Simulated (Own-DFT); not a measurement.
# What a defect does to the pressure of its cell: C11b WSi2

Everything here is calculated. The program is Own-DFT (plane waves, in-house, since retired, never reviewed by a person); positions were held fixed, and spin and spin-orbit coupling were off.

Settings: PBE; PseudoDojo norm-conserving scalar-relativistic files; cutoff 50 hartree; 5 x 5 x 5 k mesh centred on Gamma; cold (Marzari-Vanderbilt) smearing of 0.2 eV.

Keep in mind: forces on such cells failed a check on a denser k mesh; stress not checked against mesh or cutoff.

All runs share one cell, with vectors in Å (-2.148, -5.953, 3.409); (-6.444, 2.976, 1.136); (-2.553, -2.948, -6.757) and a volume of 403.2 Å³. u is the rms random offset of the atoms per axis. The defect's site can differ from row to row.

```
              cell  formula   u (Å)  P (GPa)
         no defect  Si20W10  0.0181     4.34
         no defect  Si20W10  0.0438     5.63
         no defect  Si20W10  0.0453     5.82
    one Si vacancy  Si19W10  0.0311     3.07
    one Si vacancy  Si19W10  0.0496     4.20
    one Si vacancy  Si19W10  0.0510     4.29
one Si on a W site   Si21W9  0.0293     6.10
one Si on a W site   Si21W9  0.0328     6.40
one Si on a W site   Si21W9  0.0430     6.90
one W on a Si site  Si19W11  0.0289        ?
one W on a Si site  Si19W11  0.0307     9.53
one W on a Si site  Si19W11  0.0428    10.08
one W on a Si site  Si19W11  0.0479    11.83
```

## Worked fit

P = P0 + c u² + a shift for each defect gives P0 = 3.92 GPa, c = 937 ± 175 GPa/Å² and a scatter of 0.39 GPa. The shifts, and each times the cell's volume:

- one W on a Si site: 4.98 ± 0.32 GPa, 12.5 eV
- one Si on a W site: 1.36 ± 0.32 GPa, 3.4 eV
- one Si vacancy: -1.95 ± 0.33 GPa, -4.9 eV

A positive shift means that the defect pushes the cell outwards. Shift times volume (160.2 GPa Å³ is 1 eV) depends little on the cell's size, so, taken for each site, it can be compared between cells at like pressure. The atoms around the defects weren't relaxed, which would change these numbers.

## Prediction

Asked: what pressure belongs in the blank (one W on a Si site, u = 0.0289 Å)?

The fit gives 9.68 ± 0.47 GPa. DFT gave 10.05 GPa.
